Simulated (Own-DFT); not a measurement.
# One host, several defects: 4H SiC

Source: density functional calculations with Own-DFT, an unreviewed in-house program that is no longer used. Nothing was measured or relaxed, and spin and spin-orbit coupling are left out.

All runs used: PBE; PseudoDojo norm-conserving scalar-relativistic files; cutoff 42 hartree; 4 x 4 x 3 k mesh centred on Gamma; Fermi-Dirac smearing of 0.1 eV.

Limits (not all hold for every row): some atoms lie very close together; not probed for a lower state with spin; forces on such cells failed a check on a denser k mesh; forces on such cells passed a denser k mesh, each cell not checked; stress not checked against mesh or cutoff.

All runs share one cell, with vectors in Å (9.248, 0.000, 0.000); (-4.624, 8.009, 0.000); (0.000, 0.000, 10.068) and a volume of 745.7 Å³. u is the rms random offset of the atoms per axis. The defect's site can differ from row to row.

```
cell,formula,u (Å),P (GPa)
no defect,C36Si36,0.0284,3.77
no defect,C36Si36,0.0299,3.78
no defect,C36Si36,0.0640,6.27
one C on a Si site and one Si on a C site,C36Si36,0.0276,7.27
one C on a Si site and one Si on a C site,C36Si36,0.0314,?
one C on a Si site and one Si on a C site,C36Si36,0.0508,9.23
one C on a Si site and one Si on a C site,C36Si36,0.0517,9.02
one C vacancy,C35Si36,0.0311,3.37
one C vacancy,C35Si36,0.0455,4.48
one C vacancy,C35Si36,0.0498,5.04
one Al on a Si site and one N on a C site,AlC35NSi35,0.0520,5.78
one Al on a Si site and one N on a C site,AlC35NSi35,0.0532,5.48
one Al on a Si site and one N on a C site,AlC35NSi35,0.0552,5.86
two Al on a Si site each,Al2C36Si34,0.0281,5.65
two Al on a Si site each,Al2C36Si34,0.0332,6.18
two Al on a Si site each,Al2C36Si34,0.0521,7.36
```

## Analysis

P = P0 + c u² + a shift for each defect gives P0 = 2.97 GPa, c = 849 ± 54 GPa/Å² and a scatter of 0.19 GPa. The shifts, and each times the cell's volume:

- one C on a Si site and one Si on a C site: 3.84 ± 0.16 GPa, 17.9 eV
- two Al on a Si site each: 2.13 ± 0.16 GPa, 9.9 eV (5.0 eV for each of its 2 sites)
- one Al on a Si site and one N on a C site: 0.31 ± 0.16 GPa, 1.5 eV (not resolved)
- one C vacancy: -0.23 ± 0.16 GPa, -1.1 eV (not resolved)

Positive is outwards. The product with the volume (160.2 GPa Å³ to the eV) is nearly free of the cell's size; divided by the bulk modulus at the cell's pressure it gives the volume that the defect adds. The atoms around the defects weren't relaxed, which would change these numbers.

## Prediction

The question: what pressure belongs in the blank (one C on a Si site and one Si on a C site, u = 0.0314 Å)?

The fitted form gives 7.64 ± 0.23 GPa. The run itself gave 7.97 GPa.
